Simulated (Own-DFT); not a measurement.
## Calculated data, Hf36O71 (tetragonal hafnia with one neutral oxygen vacancy, atoms displaced)

A calculation, not a measurement: plane-wave PBE and HSE06 DFT by an unreviewed code, no spin, of a simulated cell at Gamma alone, so results move with cell size and shape, stress positive in tension, energies less offsets, not probed for a lower state with spin; hafnium file: forces about 75 meV/angstrom off all-electron values; oxygen file: force components 24 meV/angstrom off all-electron in a glass; k mesh not checked against a denser one; forces and stress are PBE's, HSE06 gives the energy alone, and its difference from PBE has offsets of its own; offsets are fitted by least squares, one for each functional and potential file, so energies compare only between cells with the same atoms and settings and are not formation energies; the far tail of each file's local potential was reset to the Coulomb form; each entry is a single point on an unrelaxed cell, so the pressure reflects the starting lattice, taken from the Materials Project, from which strain is counted, and rises with the displacements; printed positions are rounded, which can move forces by about a meV/angstrom; the program is a retired in-house code; no spin-orbit coupling. Program: Own-DFT development build.

Common to all runs: first functional PBE; second functional HSE06; exact exchange share 0.25; screening 0.11 1/bohr; exchange divergence Gygi-Baldereschi; potential files PseudoDojo norm-conserving, scalar-relativistic, made for PBE, standard set; wave cutoff 48 hartree; occupations fixed; k mesh 1 x 1 x 1 centred on Gamma.

(1) Hf36O71 (tetragonal hafnia with one neutral oxygen vacancy, atoms displaced)

```
Hf36O71
1.0
     10.7800     0.0000     0.0000
      0.0000    10.7800     0.0000
      0.0000     0.0000    10.4493
Hf O Hf O Hf O Hf O Hf O Hf O Hf O Hf O Hf O Hf O Hf O Hf O Hf O Hf O Hf O Hf O Hf O Hf O
2 4 2 4 2 3 2 4 2 4 2 4 2 4 2 4 2 4 2 4 2 4 2 4 2 4 2 4 2 4 2 4 2 4 2 4
Direct
  0.00745 0.99945 0.00428
  0.16407 0.16738 0.25260
  0.00693 0.16494 0.14065
  0.16710 0.99627 0.34654
  0.01143 0.16284 0.40288
  0.17512 0.00477 0.09153
  0.99155 0.98998 0.50875
  0.16422 0.16884 0.74615
  0.99945 0.17045 0.65179
  0.17117 0.99749 0.85173
  0.99956 0.17215 0.90884
  0.16414 0.99727 0.60286
  0.99567 0.33301 0.99551
  0.16488 0.49562 0.24975
  0.17003 0.33306 0.34694
  0.99747 0.50020 0.39528
  0.16435 0.33410 0.09809
  0.99811 0.32870 0.50297
  0.16853 0.49123 0.75417
  0.99674 0.50779 0.65427
  0.16880 0.33156 0.86060
  0.99527 0.49227 0.90421
  0.16976 0.33819 0.60679
  0.98725 0.66489 0.00047
  0.16847 0.82760 0.25211
  0.00150 0.84276 0.15885
  0.16696 0.66789 0.35026
  0.99834 0.83573 0.40226
  0.17046 0.66786 0.09417
  0.00733 0.66719 0.49331
  0.16771 0.83964 0.74393
  0.99610 0.83365 0.65406
  0.16681 0.66307 0.84342
  0.00184 0.83607 0.89957
  0.16865 0.66896 0.60262
  0.32889 0.00505 0.00016
  0.49717 0.16873 0.26104
  0.32474 0.16058 0.15296
  0.49933 0.00205 0.34424
  0.33222 0.16826 0.40225
  0.49875 0.00420 0.09644
  0.34463 0.00366 0.50452
  0.50746 0.17065 0.74780
  0.32416 0.16628 0.64859
  0.50310 0.00173 0.84047
  0.33865 0.16401 0.90663
  0.49699 0.99333 0.60207
  0.32780 0.32998 0.00459
  0.49996 0.49569 0.26094
  0.33527 0.49662 0.15087
  0.49696 0.33068 0.34578
  0.33174 0.50396 0.39904
  0.49662 0.32872 0.09905
  0.33683 0.33338 0.49392
  0.49692 0.50192 0.74297
  0.32386 0.50532 0.65808
  0.49644 0.33722 0.84854
  0.32968 0.50583 0.89293
  0.49920 0.33567 0.59769
  0.32982 0.66932 0.99855
  0.50525 0.83353 0.25438
  0.33233 0.83058 0.14830
  0.50364 0.66699 0.33843
  0.32191 0.82429 0.41569
  0.50012 0.67135 0.09636
  0.33130 0.66220 0.49888
  0.49950 0.83740 0.75289
  0.32383 0.83293 0.65125
  0.50488 0.66946 0.84842
  0.32772 0.84026 0.90371
  0.49975 0.66679 0.60144
  0.67366 0.00082 0.00000
  0.83469 0.16862 0.24280
  0.66239 0.16921 0.15263
  0.83194 0.00240 0.34242
  0.67332 0.16548 0.40294
  0.82322 0.99234 0.10021
  0.66695 0.00153 0.50210
  0.83648 0.17179 0.75421
  0.66444 0.16443 0.65942
  0.82819 0.00976 0.85177
  0.66246 0.16785 0.90249
  0.83237 0.99976 0.60095
  0.68069 0.32945 0.99966
  0.83653 0.50077 0.25050
  0.66539 0.49147 0.14999
  0.83655 0.34571 0.35043
  0.66228 0.50728 0.40814
  0.82735 0.33117 0.09483
  0.67887 0.32944 0.50153
  0.82373 0.49834 0.74816
  0.66408 0.50020 0.65625
  0.83506 0.34076 0.85604
  0.65826 0.50506 0.90023
  0.83544 0.33979 0.59893
  0.66189 0.66596 0.00584
  0.82818 0.83096 0.24694
  0.67344 0.83141 0.14878
  0.84537 0.66540 0.34819
  0.66649 0.83429 0.40070
  0.83463 0.67263 0.09734
  0.66293 0.67455 0.50632
  0.84055 0.83147 0.75664
  0.66620 0.83027 0.65888
  0.83907 0.67251 0.84610
  0.66634 0.83922 0.90353
  0.83034 0.66126 0.59856
```

The calculation gives: PBE energy of cell above offsets -96.044 eV; HSE06 less PBE above offsets 0.149 eV; PBE pressure 2.37 GPa; PBE stress xx -2.58 GPa; PBE stress yy -1.92 GPa; PBE stress zz -2.6 GPa; PBE stress yz 0.04 GPa; PBE stress xz 0.1 GPa; PBE stress xy 0.03 GPa.

Force:
```tsv
element	x (eV/Å)	y (eV/Å)	z (eV/Å)
Hf	0.064	-0.276	-0.104
Hf	0.224	-1.423	-0.212
O	-1.897	-0.245	1.535
O	0.397	0.308	-0.44
O	-1.213	0.709	0.437
O	-2.93	-0.458	1.28
Hf	2.485	0.493	-1.62
Hf	1.048	-0.583	1.314
O	-0.792	0.313	0.082
O	-1.123	1.805	-0.542
O	-0.478	-1.7	-1.9
O	-0.345	0.418	-0.557
Hf	1.622	0.546	1.443
Hf	0.128	0.596	-1.188
O	0.008	0.381	0.713
O	0.922	-0.714	0.332
O	-0.968	0.806	0.95
Hf	1.912	0.983	-0.61
Hf	-0.852	1.957	0.785
O	-0.054	-0.878	-0.098
O	-0.284	-0.789	-1.08
O	-0.035	1.877	0.628
O	-0.83	-0.515	-1.171
Hf	3.345	-0.085	-1.625
Hf	0.734	1.253	-0.384
O	-0.29	-0.1	-0.863
O	-0.59	-1.338	-0.075
O	-0.068	-0.305	0.54
O	-2.271	-0.507	0.792
Hf	-0.662	-0.704	1.414
Hf	0.036	-1.718	1.561
O	0.154	0.276	-0.921
O	-0.457	0.712	0.124
O	-0.753	0.167	0.795
O	-0.718	0.008	-1.601
Hf	2.424	-0.836	-0.239
Hf	-0.716	-0.374	-4.378
O	1.234	0.925	0.942
O	-0.11	-0.705	1.939
O	0.622	-0.216	0.094
O	0.809	-0.483	0.177
Hf	-3.777	-1.271	-0.549
Hf	-3.047	0.575	2.783
O	1.778	-0.181	-0.151
O	0.036	0.536	-0.043
O	-0.31	1.127	-0.946
O	1.789	0.561	-0.738
Hf	1.87	0.874	-0.642
Hf	0.141	0.476	-2.986
O	-0.322	0.155	0.752
O	0.102	0.457	1.862
O	0.473	-1.332	-0.031
O	0.415	-0.187	0.055
Hf	-0.909	0.282	1.316
Hf	-0.99	0.138	2.435
O	2.12	-0.326	-1.951
O	0.142	-0.539	-1.171
O	0.278	-1.002	1.336
O	0.539	-0.363	-0.786
Hf	0.377	0.112	-1.105
Hf	-1.046	-0.18	-2.746
O	0.529	0.092	1.7
O	-0.187	0.447	1.313
O	1.241	2.135	-1.382
O	0.089	-0.001	0.304
Hf	-0.705	0.627	2.052
Hf	-0.769	-0.842	0.79
O	2.674	0.414	0.123
O	-0.226	0.243	-0.305
O	0.588	-1.18	-0.488
O	-0.483	-0.087	-0.761
Hf	-3.033	0.032	-0.608
Hf	-0.164	-0.689	0.086
O	1.422	0.135	0.831
O	-0.07	0.197	0.597
O	-0.229	0.543	0.45
O	2.939	1.032	0.514
Hf	0.462	-0.92	0.116
Hf	-0.219	-0.914	1.04
O	2.144	0.37	-1.92
O	0.682	-0.43	-0.605
O	0.532	0.406	-0.402
O	-1.156	0.47	0.073
Hf	-5.766	1.354	-0.774
Hf	0.071	1.452	-0.383
O	0.53	0.785	0.861
O	-0.501	-2.786	0.328
O	-0.097	-1.404	0.163
O	3.326	-0.265	2.224
Hf	-2.066	1.983	-0.532
Hf	1.658	2.297	0.2
O	0.09	-0.594	-0.987
O	-0.761	-1.61	-1.005
O	1.338	-0.694	0.347
O	-0.268	-0.758	0.781
Hf	-1.222	0.248	-1.409
Hf	1.799	0.467	0.764
O	-2.063	-0.302	0.613
O	-0.828	0.248	-0.682
O	-0.042	0.621	0.184
O	-0.929	-0.643	0.85
Hf	0.839	-0.904	0.383
Hf	-1.389	0.775	-0.049
O	0.523	0.36	-0.921
O	-0.047	-1.726	0.781
O	0.3	-1.038	0.237
O	0.054	0.56	-0.452
```

(2) Hf36O71 (tetragonal hafnia with one neutral oxygen vacancy, atoms displaced)

```
Hf36O71
1.0
     10.7800     0.0000     0.0000
      0.0000    10.7800     0.0000
      0.0000     0.0000    10.4493
Hf O Hf O Hf O Hf O Hf O Hf O Hf O Hf O Hf O Hf O Hf O Hf O Hf O Hf O Hf O Hf O Hf O Hf O
2 4 2 4 2 4 2 4 2 4 2 3 2 4 2 4 2 4 2 4 2 4 2 4 2 4 2 4 2 4 2 4 2 4 2 4
Direct
  0.00196 0.99820 0.00042
  0.17331 0.16712 0.24434
  0.99929 0.16199 0.14767
  0.16536 0.99673 0.33871
  0.99823 0.16840 0.40500
  0.17477 0.00340 0.09839
  0.00169 0.00032 0.50746
  0.16883 0.16212 0.75865
  0.99572 0.16396 0.65492
  0.17512 0.99589 0.85124
  0.99332 0.16538 0.90835
  0.17058 0.00096 0.59321
  0.00168 0.32860 0.99518
  0.16832 0.49526 0.24689
  0.00386 0.51315 0.15643
  0.15937 0.33948 0.34896
  0.00221 0.49637 0.40078
  0.16494 0.33125 0.09974
  0.00143 0.33222 0.49871
  0.16959 0.50184 0.74112
  0.99294 0.49293 0.65689
  0.16276 0.32931 0.84769
  0.99777 0.49946 0.90637
  0.17029 0.33647 0.59218
  0.00340 0.67100 0.00228
  0.16864 0.83737 0.25427
  0.99719 0.84034 0.15344
  0.17055 0.68241 0.34725
  0.00577 0.84236 0.40779
  0.17191 0.66519 0.08961
  0.00512 0.67234 0.50155
  0.17077 0.83190 0.74569
  0.99633 0.82758 0.64339
  0.17373 0.66910 0.84595
  0.00780 0.83454 0.90305
  0.33045 0.00311 0.99744
  0.50320 0.16510 0.24741
  0.34037 0.16565 0.14503
  0.49783 0.00135 0.33925
  0.33154 0.15970 0.40009
  0.49272 0.00096 0.09727
  0.33259 0.99983 0.49878
  0.51213 0.16630 0.75612
  0.33103 0.16684 0.64880
  0.49076 0.99837 0.84508
  0.32930 0.15035 0.89862
  0.50091 0.99886 0.59770
  0.32996 0.33190 0.00395
  0.49685 0.51027 0.25050
  0.32787 0.49647 0.14540
  0.49255 0.33079 0.34742
  0.33768 0.50327 0.40620
  0.49859 0.32898 0.10089
  0.33333 0.33588 0.49900
  0.50604 0.48965 0.75368
  0.34215 0.49861 0.65579
  0.50027 0.32835 0.85402
  0.32872 0.50093 0.90233
  0.49372 0.33319 0.60570
  0.33276 0.66315 0.99059
  0.49396 0.83806 0.26089
  0.33601 0.83412 0.15183
  0.50288 0.66428 0.34982
  0.33203 0.82747 0.40579
  0.50211 0.67126 0.09744
  0.34119 0.67527 0.50016
  0.49537 0.83504 0.74438
  0.33328 0.83024 0.64845
  0.50135 0.67106 0.85119
  0.32856 0.84194 0.90764
  0.50157 0.66407 0.59527
  0.66832 0.00261 0.00037
  0.84184 0.16104 0.24804
  0.66541 0.16810 0.14790
  0.83566 0.00348 0.35631
  0.66106 0.16561 0.40492
  0.83436 0.99803 0.10557
  0.67055 0.99958 0.49707
  0.82575 0.16453 0.75540
  0.66431 0.17367 0.65802
  0.83598 0.99829 0.84949
  0.67663 0.16782 0.90057
  0.83706 0.99959 0.59971
  0.67048 0.32570 0.00339
  0.82957 0.50564 0.25855
  0.67774 0.49160 0.15412
  0.82421 0.33198 0.35229
  0.66687 0.48865 0.40918
  0.83071 0.34162 0.10602
  0.66982 0.33119 0.48689
  0.83635 0.49986 0.76225
  0.66705 0.50936 0.65472
  0.82947 0.33058 0.85230
  0.66274 0.50184 0.89882
  0.82825 0.33017 0.59711
  0.66770 0.67243 0.99787
  0.82878 0.83142 0.24960
  0.66100 0.83667 0.15003
  0.82955 0.65970 0.34311
  0.66537 0.83790 0.40760
  0.83175 0.67311 0.09586
  0.66398 0.67284 0.50871
  0.83287 0.82974 0.74704
  0.66674 0.83368 0.65379
  0.83195 0.66391 0.85056
  0.66257 0.83301 0.89823
  0.84151 0.67012 0.60346
```

It finds PBE energy of cell above offsets -96.650 eV; HSE06 less PBE above offsets 0.046 eV; PBE pressure 2.43 GPa; PBE stress xx -0.37 GPa; PBE stress yy -4.36 GPa; PBE stress zz -2.56 GPa; PBE stress yz 0.23 GPa; PBE stress xz 0.4 GPa; PBE stress xy -0.12 GPa.

Force:
```tsv
element	x (eV/Å)	y (eV/Å)	z (eV/Å)
Hf	0.293	-0.355	0.726
Hf	0.026	-0.372	0.548
O	0.803	0.268	0.525
O	0.415	1.93	1.277
O	0.247	-0.607	-0.728
O	-2.162	0.393	0.152
Hf	-0.375	1.208	-0.633
Hf	0.56	0.062	-1.756
O	0.96	0.007	0.725
O	-1.79	0.309	-0.948
O	0.425	-0.535	-0.711
O	-0.432	-0.532	0.762
Hf	-1.156	1.245	0.949
Hf	-1.217	1.778	0.57
O	-0.417	-0.223	0.001
O	0.929	-1.686	-0.641
O	-0.102	1.375	0.819
O	-0.141	-0.249	0.172
Hf	-0.946	0.442	0.896
Hf	0.126	-0.613	0.416
O	1.648	0.501	-0.236
O	0.149	0.349	0.257
O	0.137	0.236	-0.112
O	-0.763	0.37	0.709
Hf	-0.214	-1.03	0.613
Hf	-0.084	-0.299	-2.542
O	0.468	-0.432	0.214
O	-0.536	-3.222	0.918
O	-0.701	-1.75	-0.652
O	-0.668	0.438	0.367
Hf	0.308	-0.56	-0.335
Hf	-0.824	0.198	1.048
O	1.63	0.307	1.307
O	-0.395	-0.436	-1.397
O	-0.383	-0.14	-0.567
Hf	1.108	-1.864	1.331
Hf	-0.426	1.222	-0.324
O	-1.453	0.866	0.733
O	0.055	-0.068	1.714
O	-0.557	0.927	-0.471
O	2.205	0.241	-0.339
Hf	0.508	1.316	0.466
Hf	-3.231	0.023	-1.129
O	0.261	-0.353	0.723
O	1.515	0.159	-0.167
O	-0.189	4.663	-0.694
O	0.138	-0.31	-0.684
Hf	1.288	-0.231	-0.557
Hf	0.674	-2.339	-1.123
O	1.356	-0.083	0.538
O	0.055	0.532	-0.238
O	-0.27	0.575	-0.725
O	0.114	0.43	-0.738
Hf	1.149	-0.8	0.465
Hf	0.501	0.836	-0.142
O	-1.682	0.653	-0.142
O	-0.141	-0.236	0.452
O	0.12	-1.567	-0.409
O	1.1	0.078	-0.473
Hf	0.94	1.751	0.897
Hf	-0.031	-1.037	-3.313
O	-0.268	-0.25	1.416
O	0.369	1.261	0.708
O	0.977	2.467	-0.931
O	-0.34	-1.287	0.486
Hf	-1.591	-2.849	0.686
Hf	0.937	-0.147	1.914
O	-0.335	-0.488	-0.185
O	-0.685	-0.357	-1.065
O	0.203	-2.491	-1.539
O	-0.121	0.969	0.453
Hf	-0.912	-1.534	0.87
Hf	-0.732	1.191	0.672
O	1.042	-0.452	0.047
O	-0.531	-0.802	-0.724
O	-0.229	-1.303	-0.888
O	-0.565	0.26	-0.659
Hf	0.208	1.051	1.045
Hf	1.706	0.687	-1.394
O	0.813	-0.945	-0.751
O	-0.238	-0.621	0.291
O	-0.887	-1.309	-0.038
O	-1.413	-0.213	0.42
Hf	-0.262	2.525	1.144
Hf	1.265	-3.499	-1.743
O	-2.829	1.012	0.209
O	0.706	-0.677	-0.701
O	-0.485	4.071	-1.38
O	1.776	-1.343	-1.195
Hf	-0.184	-0.865	2.939
Hf	-1.1	-0.618	-1.344
O	0.411	0.091	0.198
O	0.336	0.243	0.285
O	0.075	-0.691	0.973
O	0.507	-0.056	0.106
Hf	-0.813	-0.762	-0.028
Hf	0.183	0.402	-0.629
O	0.617	0.237	0.917
O	-0.226	3.671	1.87
O	0.1	-0.885	-0.792
O	0.403	0.458	0.351
Hf	1.505	-2.014	0.172
Hf	0.044	-0.176	0.472
O	-0.037	-0.334	-0.518
O	0.257	1.361	0.13
O	0.65	1.122	0.278
O	-1.236	0.124	-0.921
```
